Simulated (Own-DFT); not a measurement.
Simulation results for Si$_{36}$C$_{35}$ (2H silicon carbide with one vacancy, atoms displaced)

All values are calculated (Own-DFT development build). A calculation, not a measurement: plane-wave PBE density functional theory by an unreviewed code, no spin, of a simulated periodic cell, stress positive in tension, free energy of the whole cell less one offset for each atom, not probed for a lower state with spin; forces on such cells moved up to 12 meV/angstrom on a denser k mesh; offsets are fitted by least squares, one for each functional and potential file, so energies compare only between cells with the same atoms and settings and are not formation energies; the far tail of each file's local potential was reset to the Coulomb form; each entry is a single point on an unrelaxed cell, so the pressure reflects the starting lattice, mostly measured values (interpolated for alloys), from which strain is counted, and rises with the displacements; printed positions are rounded, which can move forces by about a meV/angstrom; the program, named Own-DFT, is a retired in-house code; no spin-orbit coupling; before rounding, a Quantum ESPRESSO 7.3.1 run of the same cell and cutoff gave forces within 1 meV/angstrom rms on each cell, which checks the program and not the settings.

Si$_{36}$C$_{35}$ (2H silicon carbide with one vacancy, atoms displaced)

```
cell vectors (Å)
   9.2481     0.0000     0.0000
  -4.6241     8.0091     0.0000
   0.0000     0.0000    10.0681
atoms (fractions of the cell vectors)
Si  0.00101  0.99197  0.98484
Si  0.10768  0.21657  0.25167
C   0.99017  0.99357  0.18135
C   0.13493  0.23181  0.43818
Si  0.99914  0.01216  0.48656
Si  0.10946  0.20195  0.75750
C   0.00281  0.99779  0.67763
C   0.11984  0.23297  0.93843
Si  0.99714  0.33353  0.00147
Si  0.10384  0.54187  0.24662
C   0.98679  0.33050  0.18196
C   0.09468  0.54855  0.44334
Si  0.01430  0.33252  0.50402
Si  0.12567  0.57064  0.74990
C   0.98699  0.32949  0.68737
C   0.11473  0.55665  0.93569
Si  0.01403  0.67539  0.00723
Si  0.11109  0.88984  0.24863
C   0.00404  0.65312  0.19190
C   0.10352  0.88453  0.43132
Si  0.99593  0.66605  0.51314
Si  0.12398  0.88423  0.74543
C   0.98968  0.66689  0.68441
C   0.11960  0.90093  0.94397
Si  0.35364  0.01632  0.00062
Si  0.44330  0.22437  0.25442
C   0.32722  0.98534  0.19639
C   0.43850  0.21908  0.44162
Si  0.32844  0.99493  0.49818
Si  0.45594  0.24310  0.74502
C   0.32590  0.00252  0.67502
C   0.42957  0.23134  0.92715
Si  0.34572  0.33730  0.99350
Si  0.44363  0.55800  0.24436
C   0.33701  0.33975  0.20188
C   0.43440  0.54918  0.43315
Si  0.33053  0.33238  0.48809
Si  0.45313  0.56380  0.75127
C   0.33663  0.32138  0.68840
C   0.45440  0.54660  0.94443
Si  0.32568  0.65647  0.01931
Si  0.45305  0.89405  0.25152
C   0.34695  0.65614  0.18464
C   0.44584  0.87868  0.43716
Si  0.33074  0.66433  0.48242
Si  0.43569  0.88183  0.74440
C   0.34796  0.66728  0.70041
C   0.43819  0.88122  0.92311
Si  0.67104  0.00842  0.99738
Si  0.76569  0.21704  0.24826
C   0.66496  0.00729  0.17250
C   0.76560  0.20513  0.44387
Si  0.66156  0.99986  0.49847
Si  0.75765  0.20773  0.75159
C   0.67366  0.00356  0.69931
C   0.78459  0.22559  0.93696
Si  0.66175  0.33797  0.99331
Si  0.77958  0.55685  0.25758
C   0.67677  0.34291  0.18844
Si  0.64876  0.31781  0.48685
Si  0.77711  0.55290  0.74478
C   0.67883  0.33077  0.68566
C   0.76810  0.56512  0.93610
Si  0.67088  0.66704  0.99829
Si  0.78603  0.88136  0.24808
C   0.66990  0.68423  0.19310
C   0.78514  0.88557  0.43501
Si  0.66746  0.66702  0.50052
Si  0.76491  0.87765  0.75866
C   0.66191  0.66137  0.69761
C   0.77714  0.88186  0.93135
```

It was run with functional PBE, potential files PseudoDojo norm-conserving, scalar-relativistic, standard set, wave cutoff 42 hartree, occupations Fermi-Dirac, smearing width 0.1 eV and k mesh 4 x 4 x 3 centred on Gamma.

Results for Si$_{36}$C$_{35}$ (2H silicon carbide with one vacancy, atoms displaced): free energy of cell above offsets 6.166 eV; pressure 8.02 GPa; stress xx -7 GPa; stress yy -8.38 GPa; stress zz -8.67 GPa; stress yz -0.8 GPa; stress xz -0.12 GPa; stress xy 0.81 GPa.

Force:
```tsv
element	x (eV/Å)	y (eV/Å)	z (eV/Å)
Si	-2.263	2.588	2.127
Si	-0.308	0.875	-1.583
C	2.542	1.199	-0.206
C	-6.605	-3.001	-2.35
Si	2.422	-1.693	2.863
Si	-1.261	2.923	-2.025
C	-0.571	-1.465	1.38
C	-0.362	-1.707	0.964
Si	0.99	0.361	-1.729
Si	1.081	0.737	1.614
C	1.855	-1.129	1.971
C	1.524	0.388	-1.479
Si	-2.541	-0.647	0.939
Si	-0.863	-3.179	-0.283
C	2.277	0.391	0.886
C	-0.539	0.154	1.4
Si	-1.407	-0.892	-1.39
Si	-0.564	-1.758	-0.251
C	-1.95	2.556	-0.357
C	0.259	0.316	0.983
Si	-0.694	0.839	-3.918
Si	-3.74	0.884	0.759
C	2.756	0.418	2.985
C	2.86	-1.951	-1.61
Si	-1.316	-2.144	-0.389
Si	0.856	-0.398	-0.631
C	0.511	2.942	-1.74
C	-0.522	-1.204	-1.557
Si	-0.4	-0.535	-1.33
Si	2.067	-3.327	-0.28
C	3.088	0.186	2.113
C	6.532	-2.83	0.347
Si	-4.819	0.501	3.378
Si	3.923	-1.177	2.332
C	0.149	-2.037	-2.913
C	1.625	1.231	-0.143
Si	4.308	2.117	4.336
Si	-0.103	-3.887	1.591
C	-3.915	3.333	-2.058
C	-2.489	2.725	-0.813
Si	1.164	0.972	-7.119
Si	0.402	-1.276	-0.966
C	-5.541	2.788	3.46
C	-1.263	1.856	-0.498
Si	-0.47	-1.391	3.126
Si	0.791	2.189	-0.453
C	-2.847	-0.04	-3.629
C	0.288	1.242	4.064
Si	-0.203	-1.893	-2.362
Si	1.229	0.238	0.553
C	0.619	-1.258	3.407
C	0.899	3.116	-2.717
Si	1.935	-2.474	2.133
Si	3.88	3.004	0.528
C	-1.749	-3.442	-2.909
C	-2.293	0.043	-0.334
Si	0.794	0.469	0.622
Si	-0.105	0.076	-0.031
C	-2.506	-1.29	-0.698
Si	2.918	1.886	1.944
Si	-0.546	-0.176	1.381
C	-3.619	1.108	-1.074
C	5.129	-2.032	-0.632
Si	-2.11	1.343	1.745
Si	-2.694	3.652	1.152
C	1.107	-5.342	-1.868
C	-2.367	0.606	-0.322
Si	0.2	-0.469	0.761
Si	1.917	1.699	-3.362
C	1.075	0.691	-2.691
C	-0.43	1.4	2.856
```
